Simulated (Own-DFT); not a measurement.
# Which defects push the lattice out? zincblende GaAs

Everything here is calculated. The program is Own-DFT (plane waves, in-house, since retired, never reviewed by a person); positions were held fixed, and spin and spin-orbit coupling were off.

All runs used: PBE; PseudoDojo norm-conserving scalar-relativistic files; cutoff 42 hartree; 3 x 3 x 3 k mesh centred on Gamma; Fermi-Dirac smearing of 0.1 eV.

Known weak points (not all hold for every row): not probed for a lower state with spin; forces on such cells failed a check on a denser k mesh; forces not confirmed at this smearing and k mesh; forces on such cells passed a denser k mesh, each cell not checked; stress not checked against mesh or cutoff.

All runs share one cell, with vectors in Å (11.307, 0.000, 0.000); (0.000, 11.307, 0.000); (0.000, 0.000, 11.307) and a volume of 1445.4 Å³. Atoms were moved at random from their sites; u is the rms move along one axis. The defect's site can differ from row to row.

| cell | formula | u (Å) | P (GPa) |
|---|---|---|---|
| no defect | As32Ga32 | 0.0191 | 3.51 |
| no defect | As32Ga32 | 0.0196 | 3.52 |
| no defect | As32Ga32 | 0.0472 | 3.90 |
| two Ga vacancies | As32Ga30 | 0.0279 | 2.83 |
| two Ga vacancies | As32Ga30 | 0.0294 | 2.94 |
| two Ga vacancies | As32Ga30 | 0.0304 | 2.83 |
| one As on a Ga site and one Ga on an As site | As32Ga32 | 0.0314 | 3.88 |
| one As on a Ga site and one Ga on an As site | As32Ga32 | 0.0480 | 4.18 |
| one As on a Ga site and one Ga on an As site | As32Ga32 | 0.0520 | 4.28 |
| one Al on a Ga site | AlAs32Ga31 | 0.0474 | 3.87 |
| one Al on a Ga site | AlAs32Ga31 | 0.0498 | 3.89 |
| one Al on a Ga site | AlAs32Ga31 | 0.0512 | 3.96 |
| two As on a Ga site each | As34Ga30 | 0.0294 | 4.82 |
| two As on a Ga site each | As34Ga30 | 0.0296 | 4.80 |
| two As on a Ga site each | As34Ga30 | 0.0297 | 4.79 |
| two As on a Ga site each | As34Ga30 | 0.0300 | ? |

## What the rows give

P = P0 + c u² + a shift for each defect gives P0 = 3.43 GPa, c = 216 ± 17 GPa/Å² and a scatter of 0.03 GPa. The shifts, and each times the cell's volume:

- two As on a Ga site each: 1.18 ± 0.03 GPa, 10.7 eV (5.3 eV for each of its 2 sites)
- one As on a Ga site and one Ga on an As site: 0.26 ± 0.03 GPa, 2.3 eV
- one Al on a Ga site: -0.05 ± 0.04 GPa, -0.4 eV (not resolved)
- two Ga vacancies: -0.75 ± 0.03 GPa, -6.7 eV (-3.4 eV for each of its 2 sites)

Positive is outwards. The product with the volume (160.2 GPa Å³ to the eV) is nearly free of the cell's size; divided by the bulk modulus at the cell's pressure it gives the volume that the defect adds. The atoms around the defects weren't relaxed, which would change these numbers.

## Prediction

The question: what pressure belongs in the blank (two As on a Ga site each, u = 0.0300 Å)?

The fitted form gives 4.80 ± 0.04 GPa. The hidden result is 4.79 GPa.
